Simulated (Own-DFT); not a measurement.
## Calculated data, Si23GeO48 (quartz with substituted atoms, atoms displaced)

A calculation, not a measurement: plane-wave PBE and HSE06 DFT by an unreviewed code, no spin, of a simulated cell at Gamma alone, so results move with cell size and shape, stress positive in tension, energies less offsets, not probed for a lower state with spin; oxygen file: force components 24 meV/angstrom off all-electron in a glass; k mesh not checked against a denser one; forces and stress are PBE's, HSE06 gives the energy alone, and its difference from PBE has offsets of its own; offsets are fitted by least squares, one for each functional and potential file, so energies compare only between cells with the same atoms and settings and are not formation energies; the far tail of each file's local potential was reset to the Coulomb form; each entry is a single point on an unrelaxed cell, so the pressure reflects the starting lattice, mostly measured values (interpolated for alloys), from which strain is counted, and rises with the displacements; printed positions are rounded, which can move forces by about a meV/angstrom; the program, named Own-DFT, is a retired in-house code; no spin-orbit coupling. Program: Own-DFT development build.

Common to all runs: first functional PBE; second functional HSE06; exact exchange share 0.25; screening 0.11 1/bohr; exchange divergence Gygi-Baldereschi; potential files PseudoDojo norm-conserving, scalar-relativistic, made for PBE, standard set; wave cutoff 48 hartree; occupations fixed; k mesh 1 x 1 x 1 centred on Gamma.

(1) Si23GeO48 (quartz with substituted atoms, atoms displaced)

```
cell vectors (Å)
   9.8268     0.0000     0.0000
  -4.9134     8.5103     0.0000
   0.0000     0.0000    10.8104
atoms (fractions of the cell vectors)
Si  0.24137  0.00013  0.99575
Si  0.99993  0.22394  0.32805
Si  0.26046  0.25986  0.16305
O   0.20406  0.13526  0.06501
O   0.42298  0.29301  0.23309
O   0.37092  0.07298  0.39279
O   0.05854  0.35927  0.44007
O   0.13387  0.20123  0.27686
O   0.29234  0.42778  0.10753
Si  0.22856  0.99709  0.49981
Si  0.00458  0.23374  0.83111
Si  0.26668  0.26168  0.66954
O   0.20858  0.13562  0.55992
O   0.42381  0.28189  0.72385
O   0.37030  0.06405  0.88405
O   0.07827  0.37475  0.93627
O   0.13416  0.20997  0.77785
O   0.29482  0.42877  0.61018
Si  0.23733  0.49690  0.00131
Si  0.99075  0.73039  0.34403
Si  0.27158  0.76981  0.16361
O   0.21602  0.64261  0.05682
O   0.42576  0.79708  0.22764
O   0.37092  0.57280  0.39131
O   0.06379  0.86671  0.44180
O   0.12956  0.71585  0.27727
O   0.29346  0.92274  0.10893
Si  0.23445  0.49760  0.49519
Si  0.99885  0.74176  0.83077
Si  0.27485  0.77253  0.66773
O   0.20893  0.64154  0.55393
O   0.43086  0.79246  0.72656
O   0.37006  0.57850  0.89233
O   0.08372  0.87045  0.94357
O   0.12935  0.70375  0.77423
O   0.29511  0.92918  0.60938
Si  0.73187  0.99714  0.00071
Si  0.51518  0.24353  0.33466
Si  0.75585  0.26100  0.16638
O   0.70068  0.13025  0.05621
O   0.92438  0.29641  0.22822
O   0.86635  0.07456  0.39443
O   0.57115  0.36913  0.43772
O   0.64456  0.21597  0.26945
O   0.79651  0.42302  0.10144
Ge  0.74438  0.00294  0.50040
Si  0.50710  0.24165  0.83943
Si  0.75749  0.26860  0.66284
O   0.70253  0.13364  0.55241
O   0.93305  0.30490  0.72688
O   0.86479  0.07249  0.90274
O   0.57417  0.36806  0.93584
O   0.62126  0.20069  0.77130
O   0.80113  0.42073  0.60837
Si  0.73541  0.50431  0.99687
Si  0.50355  0.73511  0.33202
Si  0.76311  0.76114  0.16282
O   0.70307  0.63937  0.05436
O   0.92945  0.80048  0.22006
O   0.87226  0.58184  0.39455
O   0.56746  0.86527  0.44060
O   0.62329  0.71496  0.27220
O   0.78842  0.91461  0.10964
Si  0.73418  0.50525  0.49661
Si  0.50651  0.73572  0.82769
Si  0.77865  0.76902  0.66367
O   0.70791  0.62740  0.55460
O   0.93203  0.79853  0.73119
O   0.87470  0.56882  0.90018
O   0.57527  0.86391  0.93969
O   0.62730  0.69919  0.77240
O   0.80014  0.92280  0.61111
```

| Item | Value |
| --- | --- |
| PBE energy of cell above offsets | -15.299 eV |
| HSE06 less PBE above offsets | -0.140 eV |
| PBE pressure | 11.21 GPa |
| PBE stress xx | -10.93 GPa |
| PBE stress yy | -12.88 GPa |
| PBE stress zz | -9.84 GPa |
| PBE stress yz | -0.1 GPa |
| PBE stress xz | 2.58 GPa |
| PBE stress xy | 1.14 GPa |

Force:
```tsv
element	x (eV/Å)	y (eV/Å)	z (eV/Å)
Si	1.156	1.746	2.472
Si	-3.175	3.666	0.681
Si	0.934	3.619	4.295
O	1.659	-4.427	-4.735
O	0.468	0.189	-0.636
O	-0.146	0.435	0.425
O	1.853	0.959	0.186
O	1.789	-0.354	-1.107
O	1.331	-1.212	1.677
Si	2.568	0.984	-0.703
Si	-5.348	1.296	2.204
Si	-1.494	1.571	-0.804
O	-0.736	-0.546	-0.353
O	1.011	0.815	1.045
O	-0.629	0.889	1.37
O	-0.515	-1.591	-0.423
O	3.716	-1.191	-1.557
O	-0.086	-0.464	-0.361
Si	-1.291	3.223	-1.635
Si	3.487	7.519	-8.023
Si	-2.033	-3.062	3.086
O	0.323	-1.775	-0.798
O	1.644	0.164	0.965
O	-0.413	-1.22	0.275
O	-0.43	1.373	1.833
O	1.655	-0.045	-1.111
O	-1.68	4.412	-2.354
Si	-1.618	-0.056	0.99
Si	5.181	-2.954	5.035
Si	-1.929	-2.792	-0.196
O	0.828	-0.622	0.142
O	-0.245	1.059	-0.998
O	0.082	-0.937	0.346
O	-2.603	-2.396	-1.921
O	0.794	0.799	-0.982
O	-0.951	1.292	-0.762
Si	0.079	-1.032	2.295
Si	-3.752	-4.185	-1.503
Si	6.466	1.805	-5.295
O	-0.583	0.294	0.857
O	0.576	-1.006	-0.262
O	4.858	1.409	-6.107
O	0.888	2.33	2.126
O	-4.4	-2.115	5.497
O	-1.672	1.227	-0.653
Ge	-4.129	-3.882	2.699
Si	-2.33	-4.516	-3.783
Si	4.23	-7.019	3.825
O	-2.858	3.575	2.774
O	-1.004	-1.701	-0.072
O	2.49	2.076	-2.847
O	-0.361	3.193	3.342
O	3.272	0.236	-1.607
O	-4.299	8.253	-5.169
Si	0.813	-0.427	2.064
Si	-8.107	1.617	3.109
Si	0.129	-0.968	3.594
O	0.497	-2.689	-1.597
O	0.669	-1.393	2.263
O	-3.1	-8.014	3.346
O	-0.605	-0.949	0.027
O	9.666	-1.493	-4.669
O	-2.451	4.93	-2.567
Si	4.401	-5.237	-0.145
Si	-2.6	-0.252	3.396
Si	-3.349	-4.109	1.31
O	-2.814	5.088	3.716
O	-1.937	1.4	-2.712
O	0.044	2.268	-2.039
O	-0.574	-0.526	-0.581
O	5.651	0.088	-3.252
O	1.039	1.362	1.048
```

(2) Si23GeO48 (quartz with substituted atoms, atoms displaced)

```
cell vectors (Å)
   9.8268     0.0000     0.0000
  -4.9134     8.5103     0.0000
   0.0000     0.0000    10.8104
atoms (fractions of the cell vectors)
Si  0.23124  0.00364  0.00712
Si  0.98699  0.22251  0.33555
Si  0.26757  0.26753  0.16783
O   0.20537  0.11926  0.06056
O   0.41592  0.29567  0.23066
O   0.37237  0.07053  0.39554
O   0.07850  0.37062  0.43240
O   0.14709  0.21852  0.26919
O   0.29612  0.43219  0.10807
Si  0.23097  0.00182  0.49771
Si  0.00570  0.23671  0.83910
Si  0.27001  0.26545  0.67446
O   0.20409  0.12735  0.55862
O   0.41834  0.29424  0.72777
O   0.36395  0.07633  0.90069
O   0.07708  0.37231  0.94240
O   0.12446  0.19811  0.76990
O   0.29186  0.43237  0.60772
Si  0.22436  0.50419  0.99412
Si  0.00469  0.73545  0.33380
Si  0.27164  0.76678  0.16776
O   0.19954  0.63436  0.05921
O   0.43197  0.79627  0.22722
O   0.36568  0.57092  0.39233
O   0.06493  0.86123  0.44114
O   0.13455  0.71107  0.27690
O   0.29088  0.92930  0.10384
Si  0.23037  0.49927  0.50804
Si  0.99841  0.73422  0.83458
Si  0.27091  0.76312  0.65582
O   0.20510  0.62605  0.55871
O   0.42741  0.79897  0.72033
O   0.36439  0.56698  0.89251
O   0.06230  0.85352  0.94024
O   0.13024  0.70300  0.76690
O   0.29644  0.92503  0.59831
Si  0.73431  0.99579  0.00152
Si  0.48825  0.22870  0.32570
Si  0.76477  0.25675  0.16355
O   0.69972  0.12675  0.06180
O   0.92627  0.28872  0.23591
O   0.87298  0.07540  0.39159
O   0.56568  0.35720  0.44473
O   0.63247  0.20687  0.27224
O   0.79265  0.42095  0.10670
Si  0.73712  0.00000  0.50332
Si  0.50892  0.24578  0.83395
Si  0.75535  0.25595  0.66759
O   0.69907  0.12518  0.55698
O   0.91304  0.29376  0.72527
O   0.85744  0.07984  0.89539
O   0.56865  0.35940  0.94261
O   0.63377  0.20702  0.77731
O   0.79078  0.41499  0.60924
Si  0.73711  0.50486  0.99428
Si  0.50404  0.73574  0.33449
Si  0.76409  0.76427  0.16326
O   0.71518  0.63511  0.05965
O   0.92317  0.78118  0.22531
O   0.85758  0.56348  0.39153
O   0.57096  0.86482  0.43524
O   0.63038  0.70711  0.27008
O   0.77739  0.91627  0.10573
Si  0.72820  0.49521  0.50450
Si  0.49439  0.73114  0.84054
Ge  0.75261  0.75118  0.66676
O   0.70737  0.63227  0.56318
O   0.92303  0.79068  0.72921
O   0.87280  0.58301  0.89741
O   0.56684  0.86243  0.94017
O   0.63275  0.70523  0.77553
O   0.80008  0.93159  0.60676
```

| Quantity | Value |
| --- | --- |
| PBE energy of cell above offsets | -14.050 eV |
| HSE06 less PBE above offsets | -0.402 eV |
| PBE pressure | 13.16 GPa |
| PBE stress xx | -12.57 GPa |
| PBE stress yy | -13.88 GPa |
| PBE stress zz | -13.04 GPa |
| PBE stress yz | -3.34 GPa |
| PBE stress xz | 1.23 GPa |
| PBE stress xy | 1.72 GPa |

Force:
```tsv
element	x (eV/Å)	y (eV/Å)	z (eV/Å)
Si	4.818	-8.728	-7.755
Si	7.203	8.033	-1.395
Si	-2.866	0.464	-5.372
O	-7.83	10.03	6.004
O	4.457	1.063	0.598
O	-1.119	-1.131	-0.322
O	-0.496	-0.951	0.62
O	-5.263	-2.539	4.098
O	-0.97	0.275	-1.951
Si	2.142	-2.568	-0.991
Si	-3.874	-0.061	-2.776
Si	-7.182	-0.91	-6.238
O	-1.866	3.641	2.668
O	7.34	1.353	3.398
O	1.062	1.77	-2.105
O	-3.239	-4.375	-2.381
O	0.343	0.043	0.551
O	2.844	-3.146	3.692
Si	5.576	2.482	4.655
Si	-3.229	-2.704	0.948
Si	-2.122	0.845	0.112
O	-0.295	0.647	0.128
O	-0.375	0.322	-0.827
O	-0.221	0.309	0.802
O	0.215	1.571	1.06
O	3.512	-0.199	-1.702
O	2.587	-2.478	2.932
Si	2.328	-2.794	-6.875
Si	2.336	1.03	-4.045
Si	-3.647	0.864	2.453
O	-3.244	2.992	0.884
O	3.332	-0.635	2.532
O	-0.56	-0.607	-0.063
O	1.27	4.523	3.572
O	0.606	0.256	-0.466
O	-0.123	0.071	-0.055
Si	-3.223	0.275	-0.93
Si	3.218	1.482	2.577
Si	-0.833	2.298	2.513
O	0.429	-1.5	-1.31
O	-3.261	0.725	-4.017
O	-2.713	-7.709	4.123
O	-0.367	-0.126	-0.56
O	-0.684	-0.213	-0.154
O	-0.648	0.913	-1.583
Si	-0.221	-1.622	-2.078
Si	-2.562	-5.52	-0.768
Si	-0.031	-1.235	-1.733
O	-1.062	1.195	0.851
O	5.833	-0.259	3.535
O	1.711	0.488	-0.92
O	0.492	3.966	2.507
O	-0.904	-0.83	0.582
O	-2.225	2.952	-1.695
Si	1.301	-2.818	2.678
Si	-1.839	-2.811	-0.344
Si	1.382	-1.483	2.808
O	-1.412	-0.189	-0.776
O	-1.124	1.008	-0.91
O	0.418	1.302	0.202
O	1.231	2.938	2.732
O	2.041	-0.376	-0.789
O	1.258	1.094	0.799
Si	1.885	-1.69	-1.907
Si	0.065	0.558	-4.518
Ge	2.192	8.528	2.113
O	0.297	-7.658	-8.303
O	2.544	0.814	0.705
O	-0.559	-3.687	-0.014
O	0.365	1.649	1.616
O	-6.239	-2.327	6.826
O	-0.205	1.115	-0.245
```

(3) Si23GeO48 (quartz with substituted atoms, atoms displaced)

```
cell vectors (Å)
   9.8268     0.0000     0.0000
  -4.9134     8.5103     0.0000
   0.0000     0.0000    10.8104
atoms (fractions of the cell vectors)
Si  0.23328  0.99655  0.99727
Si  0.99447  0.23727  0.33545
Si  0.27150  0.27354  0.16156
O   0.20494  0.13188  0.05811
O   0.42859  0.29195  0.22571
O   0.36219  0.05982  0.39912
O   0.06717  0.35694  0.44770
O   0.13136  0.20274  0.27217
O   0.29421  0.41785  0.10260
Si  0.23792  0.99279  0.49359
Si  0.00939  0.23723  0.83270
Si  0.26301  0.26424  0.67123
O   0.21396  0.13514  0.55510
O   0.42054  0.28692  0.72967
O   0.37688  0.06303  0.89282
O   0.06317  0.36485  0.93763
O   0.13141  0.19619  0.76816
O   0.29528  0.43063  0.60769
Si  0.23926  0.50787  0.00094
Ge  0.99434  0.73221  0.33106
Si  0.25917  0.76279  0.17443
O   0.19901  0.62502  0.06432
O   0.43103  0.78767  0.22163
O   0.38182  0.57879  0.38558
O   0.08063  0.87429  0.44775
O   0.13490  0.71263  0.27032
O   0.29064  0.93083  0.10888
Si  0.23477  0.49454  0.50539
Si  0.99603  0.73705  0.82430
Si  0.25879  0.76450  0.66220
O   0.21664  0.64703  0.56265
O   0.43337  0.78867  0.73018
O   0.36036  0.56671  0.88819
O   0.07999  0.87059  0.93218
O   0.12829  0.70222  0.77179
O   0.29309  0.93521  0.60803
Si  0.73641  0.01354  0.00231
Si  0.49977  0.23721  0.32868
Si  0.77309  0.26924  0.16867
O   0.71214  0.13208  0.06055
O   0.91940  0.29428  0.23546
O   0.87296  0.06881  0.39536
O   0.56870  0.36238  0.43338
O   0.63504  0.20921  0.27140
O   0.79167  0.42358  0.10384
Si  0.74014  0.01210  0.50176
Si  0.49669  0.23058  0.83506
Si  0.76184  0.25652  0.67077
O   0.71716  0.13002  0.55703
O   0.93086  0.29065  0.72102
O   0.86107  0.07288  0.89002
O   0.57681  0.36800  0.93826
O   0.63825  0.20109  0.77030
O   0.79119  0.42503  0.60833
Si  0.73520  0.50272  0.99621
Si  0.50242  0.73026  0.32815
Si  0.76829  0.75788  0.16806
O   0.71500  0.63737  0.05782
O   0.91885  0.78352  0.21752
O   0.86593  0.57913  0.39003
O   0.57312  0.87711  0.44063
O   0.62708  0.70489  0.27518
O   0.79276  0.92075  0.11503
Si  0.74060  0.50755  0.49537
Si  0.49228  0.73000  0.83490
Si  0.77002  0.76164  0.66003
O   0.70369  0.62561  0.56546
O   0.91320  0.79568  0.72855
O   0.86361  0.57922  0.88566
O   0.57047  0.87084  0.93997
O   0.63011  0.70295  0.77892
O   0.79082  0.92925  0.60003
```

| Item | Value |
| --- | --- |
| PBE energy of cell above offsets | -12.843 eV |
| HSE06 less PBE above offsets | -0.250 eV |
| PBE pressure | 13 GPa |
| PBE stress xx | -14.79 GPa |
| PBE stress yy | -11.36 GPa |
| PBE stress zz | -12.84 GPa |
| PBE stress yz | 0.45 GPa |
| PBE stress xz | 0.28 GPa |
| PBE stress xy | 0.39 GPa |

Force:
```tsv
element	x (eV/Å)	y (eV/Å)	z (eV/Å)
Si	1.039	1.907	0.31
Si	4.021	-2.968	0.249
Si	0.714	-7.479	3.871
O	0.295	0.258	-0.444
O	-1.545	0.705	-1.943
O	5.073	4.936	-6.739
O	0.483	2.493	1.079
O	-0.57	1.331	-0.503
O	-2.769	6.74	-3.499
Si	-1.886	4.528	5.97
Si	-2.832	-2.144	-0.751
Si	1.922	-0.891	-5.184
O	-0.404	1.197	0.985
O	1.189	0.655	0.58
O	-0.925	-0.176	0.737
O	1.81	2.542	2.039
O	-1.772	-0.725	2.509
O	1.714	-1.295	2.551
Si	-0.167	-3.692	-1.067
Ge	1.68	8.056	0.534
Si	5.246	2.936	-5.258
O	-1.207	1.877	1.388
O	-2.8	0.386	-1.518
O	-4.261	-6.6	4.99
O	-4.629	-5.193	-2.49
O	0.778	-2.487	2.334
O	1.036	-1.93	1.325
Si	-1.055	3.174	-3.884
Si	0.664	0.566	1.563
Si	2.324	5.46	5.364
O	1.386	-6.256	-5.862
O	-5.892	1.24	-4.538
O	-0.423	-1.255	0.988
O	-1.39	-1.461	-1.028
O	0.136	0.048	-0.581
O	1.96	-2.328	2.775
Si	5.56	-9.586	-2.993
Si	0.922	-4.102	1.639
Si	-4.344	-1.527	-2.012
O	-4.636	6.667	4.367
O	2.348	1.644	0.125
O	-0.008	0.802	-0.929
O	1.25	3.306	2.557
O	0.177	-0.358	-0.047
O	0.052	1.06	-0.471
Si	4.087	-8.97	-5.983
Si	1.988	-0.086	-0.856
Si	2.614	2.528	-4.003
O	-6.685	8.662	4.983
O	0.709	0.14	0.393
O	1.096	0.97	-0.391
O	-0.851	-1.029	-0.407
O	-4.394	-1.051	3.789
O	-0.152	-0.058	-1.004
Si	1.472	-0.106	-0.105
Si	-3.014	6.953	3.114
Si	-8.032	1.127	-1.502
O	-0.874	-1.074	-0.671
O	4.234	2.017	0.389
O	-2.138	-7.723	2.949
O	0.11	-1.463	-1.67
O	7.421	-0.929	-3.196
O	-1.565	2.049	-1.989
Si	-1.067	-5.324	2.013
Si	4.251	1.883	1.849
Si	-9.397	2.444	0.796
O	-0.543	-0.807	-1.936
O	6.07	1.628	2.082
O	-0.123	-1.109	0.643
O	0.229	0.048	0.696
O	1.671	0.156	-1.705
O	2.616	-2.934	2.631
```

(4) Si23GeO48 (quartz with substituted atoms, atoms displaced)

```
cell vectors (Å)
   9.8268     0.0000     0.0000
  -4.9134     8.5103     0.0000
   0.0000     0.0000    10.8104
atoms (fractions of the cell vectors)
Si  0.22605  0.99879  0.99594
Si  0.99150  0.23764  0.33186
Si  0.27056  0.26937  0.17193
O   0.21058  0.14044  0.05100
O   0.42528  0.28382  0.23320
O   0.36642  0.07973  0.40031
O   0.07563  0.35808  0.44492
O   0.14286  0.21995  0.26882
O   0.29829  0.41897  0.10862
Ge  0.23636  0.99932  0.50476
Si  0.00572  0.22938  0.83688
Si  0.26166  0.26427  0.66281
O   0.20968  0.13078  0.55976
O   0.42392  0.29218  0.72706
O   0.36902  0.07500  0.89887
O   0.07604  0.36382  0.94169
O   0.12800  0.20248  0.77802
O   0.29834  0.43459  0.60172
Si  0.23348  0.49593  0.00246
Si  0.99890  0.72838  0.33434
Si  0.26045  0.76728  0.16343
O   0.20988  0.64388  0.06090
O   0.42258  0.79085  0.23145
O   0.37011  0.57021  0.38814
O   0.07335  0.86462  0.44085
O   0.14208  0.71156  0.27176
O   0.28842  0.92897  0.10734
Si  0.23861  0.49907  0.50109
Si  0.00167  0.73308  0.82839
Si  0.26720  0.76666  0.65834
O   0.20295  0.62558  0.55939
O   0.42503  0.79520  0.73190
O   0.36798  0.57656  0.88552
O   0.06613  0.86742  0.94218
O   0.12865  0.71201  0.77042
O   0.28757  0.92366  0.61516
Si  0.73232  0.99079  0.99847
Si  0.49199  0.22844  0.33525
Si  0.74824  0.25542  0.16290
O   0.71068  0.13220  0.06577
O   0.92711  0.30489  0.22908
O   0.86726  0.07204  0.39986
O   0.56289  0.35878  0.42833
O   0.62886  0.20454  0.27414
O   0.79288  0.43392  0.10558
Si  0.73833  0.00150  0.49278
Si  0.50184  0.22905  0.83091
Si  0.77162  0.26708  0.66760
O   0.70722  0.13862  0.56360
O   0.92984  0.29550  0.72010
O   0.86790  0.07664  0.89882
O   0.57104  0.37327  0.94119
O   0.64217  0.20660  0.77483
O   0.79195  0.42701  0.61203
Si  0.73714  0.50229  0.00776
Si  0.49765  0.73396  0.33127
Si  0.76194  0.76833  0.16422
O   0.69900  0.64024  0.06192
O   0.92766  0.79010  0.22688
O   0.86140  0.57137  0.39516
O   0.57636  0.87384  0.43354
O   0.63566  0.70804  0.27261
O   0.79168  0.93441  0.10660
Si  0.73266  0.50131  0.48087
Si  0.50446  0.73346  0.83064
Si  0.76790  0.76931  0.66815
O   0.70237  0.62695  0.54956
O   0.91351  0.79001  0.71986
O   0.87021  0.58033  0.89533
O   0.57161  0.86192  0.95307
O   0.63465  0.71019  0.77371
O   0.79557  0.92818  0.60840
```

| Item | Value |
| --- | --- |
| PBE energy of cell above offsets | -14.671 eV |
| HSE06 less PBE above offsets | -0.379 eV |
| PBE pressure | 12.6 GPa |
| PBE stress xx | -13.18 GPa |
| PBE stress yy | -12.06 GPa |
| PBE stress zz | -12.56 GPa |
| PBE stress yz | 2.08 GPa |
| PBE stress xz | 1.81 GPa |
| PBE stress xy | -1.1 GPa |

Force:
```tsv
element	x (eV/Å)	y (eV/Å)	z (eV/Å)
Si	1.607	1.122	1.664
Si	3.15	-0.232	0.097
Si	2.703	-3.557	-2.826
O	-0.739	1.166	1.739
O	-2.404	1.227	-3.64
O	3.227	-0.494	-3.579
O	-0.344	0.417	0.069
O	-4.666	-1.788	3.848
O	-2.196	5.265	-2.997
Ge	0.36	-3.487	-1.476
Si	-6.065	2.087	-0.448
Si	0.395	0.946	1.605
O	-5.84	6.263	3.401
O	-0.097	-0.299	-0.22
O	0.572	-0.565	-1.05
O	-0.628	0.057	0.286
O	5.49	-0.314	-3.627
O	2.98	-3.053	3.921
Si	1.586	2.452	0.096
Si	0.621	2.112	-1.01
Si	2.666	2.694	1.141
O	1.533	-4.554	-3.516
O	-1.606	0.812	-2.082
O	-0.915	-1.072	1.358
O	-2.572	-3.813	-1.95
O	-3.037	-1.48	3.102
O	-0.315	0.713	-0.343
Si	-1.266	0.29	-4.356
Si	-4.899	1.761	1.666
Si	0.96	-3.038	3.825
O	-0.918	1.573	0.207
O	-0.604	0.374	-1.198
O	-1.559	-2.695	2.511
O	-0.943	-1.636	-1.939
O	4.729	-0.463	-2.722
O	2.284	0.601	2.454
Si	-1.142	4.019	0.038
Si	2.767	-1.941	-1.678
Si	1.793	4.651	2.483
O	0.253	-2.846	-3.393
O	-1.922	-0.375	-1.056
O	3.602	2.823	-4.787
O	1.423	5.249	4.379
O	-0.001	-0.668	0.395
O	3.224	-3.456	4.366
Si	-3.624	-0.764	6.527
Si	-0.253	2.329	1.124
Si	-1.808	1.247	-0.833
O	1.071	-3.214	-2.94
O	4.429	-0.285	3.185
O	0.126	-0.81	-0.698
O	0.743	-0.791	-0.688
O	-1.581	-0.706	1.58
O	-1.568	1.574	-2.754
Si	-4.17	2.459	-5.378
Si	1.408	0.347	0.386
Si	1.645	1.648	1.676
O	1.188	-2.449	-2.276
O	-0.985	-0.051	-0.587
O	6.213	2.891	-6.413
O	-0.622	-0.714	0.173
O	-0.765	-0.103	0.913
O	2.849	-1.675	3.262
Si	-5.042	-5.683	9.84
Si	-2.545	1.91	2.223
Si	-5.713	-3.368	-5.208
O	-1.188	2.312	1.836
O	8.783	0.675	4.404
O	-0.773	-1.294	1.043
O	-1.806	-3.052	-3.024
O	1.927	-0.5	-0.725
O	-1.187	1.223	-1.405
```
